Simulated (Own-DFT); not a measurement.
Simulation results for Al₃GaN₄ (wurtzite random alloy, strained, atoms displaced), Si₃Ge (diamond-structure random alloy, atoms displaced)

All values are calculated (Own-DFT development build). A calculation, not a measurement: plane-wave PBE density functional theory by an unreviewed code, no spin, of a simulated periodic cell, stress positive in tension, free energy of the whole cell less one offset for each atom, forces on such cells passed a denser k mesh, this cell's mesh not checked; offsets are fitted by least squares, one for each functional and potential file, so energies compare only between cells with the same atoms and settings and are not formation energies; the far tail of each file's local potential was reset to the Coulomb form; each entry is a single point on an unrelaxed cell, so the pressure reflects the starting lattice, mostly measured values, from which strain is counted, and rises with the displacements; printed positions are rounded, which can move forces by about a meV/angstrom; the program is a retired in-house code; no spin-orbit coupling.

Settings shared by all entries: functional PBE.

```yaml
- entry: 1
  formula: Al3GaN4
  kind: "wurtzite random alloy, strained, atoms displaced"
  structure:
    cell_angstrom: [[9.1354, 0.0, 0.0], [-4.5677, 7.9115, 0.0], [0.0, 0.0, 10.0655]]
    atoms_fractional:
      - [Al, 0.11593, 0.22639, 0.99842]
      - [Ga, 0.22264, 0.10339, 0.25521]
      - ["N", 0.09559, 0.214, 0.18919]
      - ["N", 0.21472, 0.10049, 0.43688]
      - [Al, 0.12594, 0.22514, 0.50374]
      - [Al, 0.22373, 0.11495, 0.75305]
      - ["N", 0.11736, 0.22855, 0.69185]
      - ["N", 0.21525, 0.10939, 0.93464]
      - [Al, 0.11092, 0.54536, 0.00642]
      - [Ga, 0.21533, 0.44212, 0.24667]
      - ["N", 0.11491, 0.56228, 0.18346]
      - ["N", 0.20998, 0.43538, 0.43509]
      - [Ga, 0.10819, 0.55467, 0.50524]
      - [Al, 0.21539, 0.44229, 0.74318]
      - ["N", 0.1152, 0.56142, 0.69051]
      - ["N", 0.21429, 0.43975, 0.94161]
      - [Al, 0.11487, 0.90111, 0.99399]
      - [Al, 0.22286, 0.7844, 0.25413]
      - ["N", 0.11582, 0.88759, 0.17747]
      - ["N", 0.22727, 0.77526, 0.44327]
      - [Al, 0.11565, 0.88997, 0.49545]
      - [Ga, 0.2251, 0.76856, 0.74152]
      - ["N", 0.11155, 0.88713, 0.68694]
      - ["N", 0.2192, 0.77378, 0.93426]
      - [Al, 0.449, 0.22439, 0.99609]
      - [Al, 0.56293, 0.11208, 0.25582]
      - ["N", 0.44539, 0.2227, 0.1936]
      - ["N", 0.558, 0.11569, 0.43258]
      - [Ga, 0.44388, 0.22241, 0.50236]
      - [Al, 0.55044, 0.11375, 0.75972]
      - ["N", 0.44495, 0.22007, 0.69852]
      - ["N", 0.55704, 0.10973, 0.93771]
      - [Al, 0.44744, 0.55618, 0.00965]
      - [Al, 0.55549, 0.44797, 0.24658]
      - ["N", 0.4425, 0.56302, 0.18017]
      - ["N", 0.55662, 0.43792, 0.43747]
      - [Al, 0.45203, 0.55906, 0.49485]
      - [Al, 0.55368, 0.44682, 0.74933]
      - ["N", 0.44666, 0.55455, 0.68681]
      - ["N", 0.5565, 0.44688, 0.93735]
      - [Al, 0.43917, 0.88205, 0.99426]
      - [Al, 0.55084, 0.76482, 0.25757]
      - ["N", 0.4448, 0.88955, 0.19423]
      - ["N", 0.56272, 0.7828, 0.42975]
      - [Ga, 0.43905, 0.88852, 0.50831]
      - [Al, 0.56336, 0.79607, 0.75033]
      - ["N", 0.44586, 0.90037, 0.68791]
      - ["N", 0.56528, 0.78763, 0.93697]
      - [Ga, 0.77462, 0.22019, 0.9862]
      - [Al, 0.8953, 0.10492, 0.25249]
      - ["N", 0.77619, 0.21117, 0.18586]
      - ["N", 0.88298, 0.10159, 0.43936]
      - [Al, 0.7705, 0.22027, 0.50239]
      - [Al, 0.8862, 0.10425, 0.75656]
      - ["N", 0.79473, 0.23015, 0.68982]
      - ["N", 0.89229, 0.11363, 0.94112]
      - [Ga, 0.78163, 0.5561, 0.00447]
      - [Al, 0.89236, 0.43082, 0.254]
      - ["N", 0.7796, 0.54698, 0.18934]
      - ["N", 0.88109, 0.43463, 0.43853]
      - [Ga, 0.78304, 0.55469, 0.50324]
      - [Al, 0.89167, 0.44999, 0.75116]
      - ["N", 0.77121, 0.54048, 0.68604]
      - ["N", 0.89009, 0.44566, 0.9441]
      - [Al, 0.78525, 0.88936, 0.00352]
      - [Al, 0.88592, 0.76853, 0.2542]
      - ["N", 0.7609, 0.89049, 0.20139]
      - ["N", 0.89152, 0.77525, 0.44086]
      - [Al, 0.7723, 0.88514, 0.49746]
      - [Al, 0.88672, 0.77928, 0.75735]
      - ["N", 0.78727, 0.89597, 0.69132]
      - ["N", 0.87082, 0.76498, 0.93617]
  settings:
    potential_files: "PseudoDojo norm-conserving, scalar-relativistic, standard set with the stringent files for Ga"
    "wave_cutoff [hartree]": 96.0
    occupations: Gaussian
    "smearing_width [eV]": 0.01
    k_mesh: "4 x 4 x 3 centred on Gamma"
  results:
    "free_energy_of_cell_above_offsets [eV]": "-18.526"
    "pressure [GPa]": 19.63
    "stress_xx [GPa]": -19.83
    "stress_yy [GPa]": -24.24
    "stress_zz [GPa]": -14.83
    "stress_yz [GPa]": 0.04
    "stress_xz [GPa]": 0.34
    "stress_xy [GPa]": 0.14
    force_element: [Al, Ga, "N", "N", Al, Al, "N", "N", Al, Ga, "N", "N", Ga, Al, "N", "N", Al, Al, "N", "N", Al, Ga, "N", "N", Al, Al, "N", "N", Ga, Al, "N", "N", Al, Al, "N", "N", Al, Al, "N", "N", Al, Al, "N", "N", Ga, Al, "N", "N", Ga, Al, "N", "N", Al, Al, "N", "N", Ga, Al, "N", "N", Ga, Al, "N", "N", Al, Al, "N", "N", Al, Al, "N", "N"]
    "force_x [eV/angstrom]": [-0.88, -0.855, 3.43, 0.349, -2.881, -0.147, -0.148, 1.163, -1.451, 0.366, -1.257, 2.369, -0.2, 1.534, -0.446, 2.037, 0.533, 1.385, -1.739, -2.344, -0.681, -1.618, -0.997, -0.388, -0.684, -0.356, 0.647, -0.019, 0.175, 1.904, -0.801, -2.429, -0.606, 0.419, 1.36, -1.59, -0.898, 0.37, -1.311, -0.895, 0.141, -2.196, -0.133, -0.982, 2.16, 0.694, 2.034, -0.482, 1.064, -3.581, 0.402, 0.657, 2.067, 0.706, -1.892, 1.605, -0.334, -0.824, -0.361, 1.176, -0.695, 0.542, -0.489, 1.167, -1.974, -0.435, 4.116, -0.14, 1.652, 0.917, -0.953, 1.951]
    "force_y [eV/angstrom]": [-0.936, 1.018, 1.052, 1.284, -1.465, -1.043, -1.598, 1.647, 1.941, -0.331, 0.026, 1.197, -1.163, 1.118, -3.967, 1.048, -3.457, -0.773, -1.045, 0.246, -1.513, 3.516, 0.644, -0.003, -0.273, -0.561, 0.574, -0.739, -0.883, 0.624, 0.705, -1.263, 0.561, -0.785, -1.792, 1.951, -0.58, -0.236, 1.514, -0.736, 0.461, 2.429, -0.519, -1.869, 1.257, -2.05, 0.131, -1.173, 0.349, -0.406, 1.116, 1.799, -0.89, 2.195, -1.114, -1.415, -1.23, 0.334, 0.504, 0.336, -0.258, -0.742, 2.188, 0.632, 0.594, 0.955, -1.6, 0.969, 0.818, -0.99, -1.632, 3.297]
    "force_z [eV/angstrom]": [0.953, -1.838, -1.753, 1.353, 0.017, -0.877, -0.737, 0.408, -1.365, 0.245, 1.862, 0.853, -0.93, 1.817, -0.589, -1.196, 0.04, -0.99, 1.13, -1.653, 1.96, 2.75, -0.089, 0.79, 1.193, -2.208, -1.587, 1.95, 0.638, -1.624, -0.775, 0.014, -4.409, 0.274, 2.87, -1.161, 0.636, 0.596, -0.556, 0.06, 2.04, -2.239, -0.771, 3.25, -2.175, 0.211, 1.346, 0.041, 3.026, 1.3, 0.489, 0.611, 0.31, -0.705, 0.463, -0.726, 0.327, -1.167, 1.757, -0.661, -0.464, 0.936, 1.86, -2.134, 1.22, -0.888, -2.398, -0.737, 0.696, -1.985, -1.167, 0.26]
- entry: 2
  formula: Si3Ge
  kind: "diamond-structure random alloy, atoms displaced"
  structure:
    cell_angstrom: [[0.0, 5.4878, 5.4878], [5.4878, 0.0, 5.4878], [5.4878, 5.4878, 0.0]]
    atoms_fractional:
      - [Si, 0.00448, 0.99102, 0.00168]
      - [Si, 0.50375, 0.99486, 0.00674]
      - [Si, 0.00618, 0.50426, 0.99541]
      - [Si, 0.99618, 0.99471, 0.50568]
      - [Si, 0.12018, 0.12407, 0.12767]
      - [Si, 0.62143, 0.12655, 0.12551]
      - [Si, 0.12392, 0.62295, 0.12469]
      - [Si, 0.12157, 0.12592, 0.63194]
      - [Ge, 0.4957, 0.50226, 0.50612]
      - [Ge, 0.00094, 0.49775, 0.49923]
      - [Ge, 0.5037, 0.99783, 0.49821]
      - [Si, 0.49364, 0.4932, 0.00762]
      - [Si, 0.63348, 0.61633, 0.62559]
      - [Si, 0.12836, 0.6218, 0.62694]
      - [Si, 0.62173, 0.13121, 0.6202]
      - [Ge, 0.62048, 0.62325, 0.12855]
  settings:
    potential_files: "PseudoDojo norm-conserving, scalar-relativistic, standard set"
    "wave_cutoff [hartree]": 42.0
    occupations: Fermi-Dirac
    "smearing_width [eV]": 0.1
    k_mesh: "5 x 5 x 5 centred on Gamma"
  results:
    "free_energy_of_cell_above_offsets [eV]": "-1.369"
    "pressure [GPa]": 2.31
    "stress_xx [GPa]": -2.33
    "stress_yy [GPa]": -2.31
    "stress_zz [GPa]": -2.3
    "stress_yz [GPa]": 0.14
    "stress_xz [GPa]": -0.48
    "stress_xy [GPa]": 0.07
    force_element: [Si, Si, Si, Si, Si, Si, Si, Si, Ge, Ge, Ge, Si, Si, Si, Si, Ge]
    "force_x [eV/angstrom]": [0.733, 0.108, -0.274, 0.26, -0.054, -0.65, -0.149, -0.887, -0.186, 0.024, 0.165, -0.354, 1.144, 0.59, 0.131, -0.601]
    "force_y [eV/angstrom]": [-0.401, -1.311, -0.017, -0.078, 0.41, 0.355, 0.036, -0.013, 0.308, 0.381, 0.025, -0.391, -0.04, -0.546, 1.215, 0.067]
    "force_z [eV/angstrom]": [0.091, 0.162, -0.941, 0.496, 0.379, 0.29, 0.229, -0.544, 0.116, 0.265, -0.502, 0.624, -0.449, -0.194, -0.488, 0.466]
```
